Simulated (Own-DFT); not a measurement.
# One host, several defects: zincblende GaAs

Everything here is calculated. The program is Own-DFT (plane waves, in-house, since retired, never reviewed by a person); positions were held fixed, and spin and spin-orbit coupling were off.

Method: PBE; PseudoDojo norm-conserving scalar-relativistic files; cutoff 42 hartree; 3 x 3 x 3 k mesh centred on Gamma; Fermi-Dirac smearing of 0.1 eV.

Known weak points (not all hold for every row): not probed for a lower state with spin; forces not confirmed at this smearing and k mesh; stress not checked against mesh or cutoff.

All runs share one cell, with vectors in Å (10.862, 0.000, 0.000); (0.000, 10.862, 0.000); (0.000, 0.000, 11.796) and a volume of 1391.7 Å³, strained against the parent crystal. The atoms are randomly displaced, by u rms on each axis. The defect's site can differ from row to row.

| cell | formula | u (Å) | P (GPa) |
|---|---|---|---|
| no defect | As32Ga32 | 0.0290 | 6.64 |
| no defect | As32Ga32 | 0.0290 | 6.69 |
| no defect | As32Ga32 | 0.0513 | 6.94 |
| one Al on a Ga site | AlAs32Ga31 | 0.0309 | 6.67 |
| one Al on a Ga site | AlAs32Ga31 | 0.0312 | 6.69 |
| one Al on a Ga site | AlAs32Ga31 | 0.0482 | 7.03 |
| one As vacancy and one Ga vacancy | As31Ga31 | 0.0274 | 5.84 |
| one As vacancy and one Ga vacancy | As31Ga31 | 0.0311 | 5.91 |
| one As vacancy and one Ga vacancy | As31Ga31 | 0.0466 | 6.33 |
| one As vacancy and one Ga vacancy | As31Ga31 | 0.0544 | ? |
| one P on an As site | As31Ga32P | 0.0322 | 6.47 |
| one P on an As site | As31Ga32P | 0.0440 | 6.57 |
| one P on an As site | As31Ga32P | 0.0468 | 6.67 |
| one In on a Ga site | As32Ga31In | 0.0267 | 7.38 |
| one In on a Ga site | As32Ga31In | 0.0308 | 7.42 |
| one In on a Ga site | As32Ga31In | 0.0309 | 7.43 |

## Working it out

P = P0 + c u² + a shift for each defect gives P0 = 6.44 GPa, c = 221 ± 27 GPa/Å² and a scatter of 0.06 GPa. The shifts, and each times the cell's volume:

- one In on a Ga site: 0.78 ± 0.05 GPa, 6.8 eV
- one Al on a Ga site: 0.04 ± 0.05 GPa, 0.4 eV (not resolved)
- one P on an As site: -0.25 ± 0.05 GPa, -2.2 eV
- one As vacancy and one Ga vacancy: -0.70 ± 0.05 GPa, -6.1 eV

Against the defect-free cell, a freed cell would be larger where the shift is positive and smaller where it is negative (160.2 GPa Å³ is 1 eV). The atoms around the defects weren't relaxed, which would change these numbers.

## Prediction

The question: what pressure belongs in the blank (one As vacancy and one Ga vacancy, u = 0.0544 Å)?

The fit gives 6.39 ± 0.09 GPa. Computed: 6.27 GPa.
